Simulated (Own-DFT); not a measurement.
# Which defects push the lattice out? zincblende GaAs

No measurement is shown. These are fixed-geometry runs of a retired plane-wave code named Own-DFT, which no person has reviewed; spin and spin-orbit coupling are neglected.

All runs used: PBE; PseudoDojo norm-conserving scalar-relativistic files; cutoff 42 hartree; 3 x 3 x 3 k mesh centred on Gamma; Fermi-Dirac smearing of 0.1 eV.

Caveats (not all hold for every row): not probed for a lower state with spin; forces not confirmed at this smearing and k mesh; stress not checked against mesh or cutoff.

All runs share one cell, with vectors in Å (11.737, 0.000, 0.000); (0.000, 11.737, 0.000); (0.000, 0.000, 10.833) and a volume of 1492.4 Å³, strained against the parent crystal. u is the rms random offset of the atoms per axis. The defect's site can differ from row to row.

| cell | formula | u (Å) | P (GPa) |
|---|---|---|---|
| no defect | As32Ga32 | 0.0307 | 1.24 |
| no defect | As32Ga32 | 0.0315 | 1.26 |
| no defect | As32Ga32 | 0.0512 | 1.64 |
| one As vacancy and one Ga vacancy | As31Ga31 | 0.0290 | 0.90 |
| one As vacancy and one Ga vacancy | As31Ga31 | 0.0299 | 0.97 |
| one As vacancy and one Ga vacancy | As31Ga31 | 0.0445 | 1.13 |
| one In on a Ga site | As32Ga31In | 0.0473 | 2.10 |
| one In on a Ga site | As32Ga31In | 0.0517 | 2.22 |
| one In on a Ga site | As32Ga31In | 0.0519 | 2.13 |
| one Al on a Ga site | AlAs32Ga31 | 0.0331 | 1.29 |
| one Al on a Ga site | AlAs32Ga31 | 0.0348 | ? |
| one Al on a Ga site | AlAs32Ga31 | 0.0475 | 1.56 |
| one Al on a Ga site | AlAs32Ga31 | 0.0478 | 1.55 |
| one P on an As site | As31Ga32P | 0.0290 | 1.00 |
| one P on an As site | As31Ga32P | 0.0307 | 1.01 |
| one P on an As site | As31Ga32P | 0.0316 | 1.02 |

## Working it out

P = P0 + c u² + a shift for each defect gives P0 = 1.05 GPa, c = 215 ± 17 GPa/Å² and a scatter of 0.03 GPa. The shifts, and each times the cell's volume:

- one In on a Ga site: 0.55 ± 0.03 GPa, 5.2 eV
- one Al on a Ga site: 0.01 ± 0.03 GPa, 0.1 eV (not resolved)
- one P on an As site: -0.24 ± 0.03 GPa, -2.3 eV
- one As vacancy and one Ga vacancy: -0.32 ± 0.03 GPa, -3.0 eV

Positive is outwards. The product with the volume (160.2 GPa Å³ to the eV) is nearly free of the cell's size; divided by the bulk modulus at the cell's pressure it gives the volume that the defect adds. The atoms around the defects weren't relaxed, which would change these numbers.

## Check

Question: what pressure belongs in the blank (one Al on a Ga site, u = 0.0348 Å)?

From the fit: 1.32 ± 0.04 GPa. The hidden result is 1.26 GPa.
